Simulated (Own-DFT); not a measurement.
GaP (zincblende, strained, atoms displaced) (calculated)

All values are calculated (Own-DFT development build). A calculation, not a measurement: plane-wave PBE density functional theory by an unreviewed code, no spin, of a simulated periodic cell, stress positive in tension, free energy of the whole cell less one offset for each atom, forces on such cells passed a denser k mesh, this cell's mesh not checked; offsets are fitted by least squares, one for each functional and potential file, so energies compare only between cells with the same atoms and settings and are not formation energies; the far tail of each file's local potential was reset to the Coulomb form; each entry is a single point on an unrelaxed cell, so the pressure reflects the starting lattice, mostly measured values (interpolated for alloys), from which strain is counted, and rises with the displacements; printed positions are rounded, which can move forces by about a meV/angstrom; the program, named Own-DFT, is a retired in-house code; no spin-orbit coupling.

```xyz
64
Lattice="10.8620 0.0000 0.0000 0.0000 10.8620 0.0000 0.0000 0.0000 10.9439" Properties=species:S:1:pos:R:3:force_x:R:1:force_y:R:1:force_z:R:1 formula=GaP functional=PBE potential_files=PseudoDojo_norm-conserving,scalar-relativistic,standard_set wave_cutoff=42 occupations=Fermi-Dirac smearing_width=0.1 hardware=one_NVIDIA_H100 k_mesh=3_x_3_x_3_centred_on_Gamma free_energy_of_cell_above_offsets=-34.952 pressure=3.16 stress_xx=-3.32 stress_yy=-3.38 stress_zz=-2.8 stress_yz=0.4 stress_xz=0.11 stress_xy=-0.15 wall_time=495.2
Ga    10.7984     0.0007     0.0268      0.474     -0.104     -0.177
Ga    10.8478     2.7073     2.7001      0.085      0.146      0.716
Ga     2.6965     0.0393     2.7602      0.212     -0.613     -0.218
Ga     2.6734     2.6911     0.0538      0.495       0.21     -0.674
P      1.3403     1.3643     1.3960     -0.197     -0.364     -0.305
P      1.3865     4.0914     4.0963     -0.505     -0.289     -0.242
P      4.0873     1.3593     4.0827     -0.302      0.133      0.235
P      4.0458     4.0797     1.3882     -0.012     -0.043     -0.204
Ga    10.8566     0.0635     5.4514      0.368     -0.604      0.348
Ga    10.8366     2.6901     8.1305      0.147      0.129      1.031
Ga     2.6711     0.0216     8.2482      0.698     -0.374     -0.194
Ga     2.6887     2.7129     5.4469      0.524      0.094      0.149
P      1.3854     1.3789     6.8723      -0.13     -0.276      -0.65
P      1.3729     4.0550     9.5520     -0.381      0.082      0.172
P      4.1135     1.3247     9.5852     -0.424      0.373      0.144
P      4.0844     4.0940     6.8178     -0.639     -0.656      0.701
Ga    10.8568     5.4615     0.0282      0.223     -0.431     -0.421
Ga     0.0553     8.1028     2.7084     -0.821      0.159      0.301
Ga     2.7045     5.4620     2.7412      0.227      0.044      0.028
Ga     2.7050     8.1940     0.0276      0.218     -0.303     -0.531
P      1.3655     6.8115     1.3558        0.3     -0.365     -0.035
P      1.3122     9.4870     4.0692      0.472       0.37       0.45
P      4.0754     6.7752     4.1339     -0.147      0.204     -0.238
P      4.0886     9.5145     1.3199     -0.137      0.092      0.876
Ga     0.0319     5.3820     5.4954     -0.317      0.652      -0.15
Ga     0.0108     8.1270     8.2186     -0.025      0.251      0.126
Ga     2.6573     5.4956     8.1617      0.993     -0.873       0.83
Ga     2.7194     8.1762     5.4623     -0.283     -0.258     -0.086
P      1.3662     6.7961     6.8906     -0.479      0.444     -1.227
P      1.3481     9.5087     9.5809     -0.309      0.131      0.257
P      4.0749     6.7924     9.5823     -0.081     -0.024      0.163
P      4.0683     9.4560     6.8410      0.107      0.779      0.328
Ga     5.4653    10.8254    10.9348     -0.161      0.537      0.185
Ga     5.4002     2.6880     2.6840      0.516      0.286      0.247
Ga     8.1511    10.8104     2.7433     -0.085      0.354      0.066
Ga     8.2485     2.7410     0.0027     -0.862     -0.263      -0.26
P      6.8076     1.3569     1.3400      0.251     -0.032      0.059
P      6.8215     4.0552     4.0797     -0.835      0.025      0.456
P      9.5195     1.3435     4.1187     -0.752      0.538     -0.152
P      9.5057     4.0766     1.3933      0.464      0.199     -0.294
Ga     5.4123     0.0032     5.4418     -0.191     -0.292      0.289
Ga     5.4626     2.6832     8.1989     -0.619      0.235      0.002
Ga     8.1302     0.0045     8.1889       0.19     -0.148     -0.267
Ga     8.0396     2.6776     5.5518      1.467      0.881     -1.134
P      6.7764     1.3688     6.8087     -0.556     -1.047      0.653
P      6.7924     4.0470     9.5382     -0.215     -0.322      1.022
P      9.4804     1.3207     9.5612       0.38      0.414     -0.149
P      9.5190     4.0795     6.8740     -0.653     -0.215     -0.552
Ga     5.4429     5.4119     0.0299      -0.25     -0.057     -0.436
Ga     5.4261     8.1111     2.7234     -0.223      0.006     -0.117
Ga     8.1952     5.3859     2.7584     -0.385      0.455      0.147
Ga     8.1184     8.1584    10.9190       0.22     -0.129      0.177
P      6.7972     6.7411     1.3770      0.282      0.239      0.004
P      6.7320     9.4911     4.0875      0.538       -0.1      0.224
P      9.4681     6.8186     4.1140      0.792     -0.458     -0.005
P      9.5138     9.4819     1.3841     -0.215     -0.256     -0.051
Ga     5.3713     5.4462     5.5546      0.843      -0.12     -1.058
Ga     5.4779     8.1603     8.2588     -0.376     -0.303     -0.359
Ga     8.0575     5.3514     8.2016      1.043      0.977     -0.017
Ga     8.1444     8.1441     5.4977      -0.18      0.303     -0.159
P      6.7908     6.7732     6.8327     -0.016      0.246      0.348
P      6.7835     9.5578     9.5654      0.394     -0.513     -0.068
P      9.5385     6.8096     9.5876     -0.874     -0.467      -0.22
P      9.5456     9.4907     6.8449     -0.284      0.314     -0.086
```

Units: wave_cutoff in hartree; smearing_width, free_energy_of_cell_above_offsets in eV; pressure, stress_xx, stress_yy, stress_zz, stress_yz, stress_xz, stress_xy in GPa; wall_time in s; force_x, force_y, force_z in eV/Å.
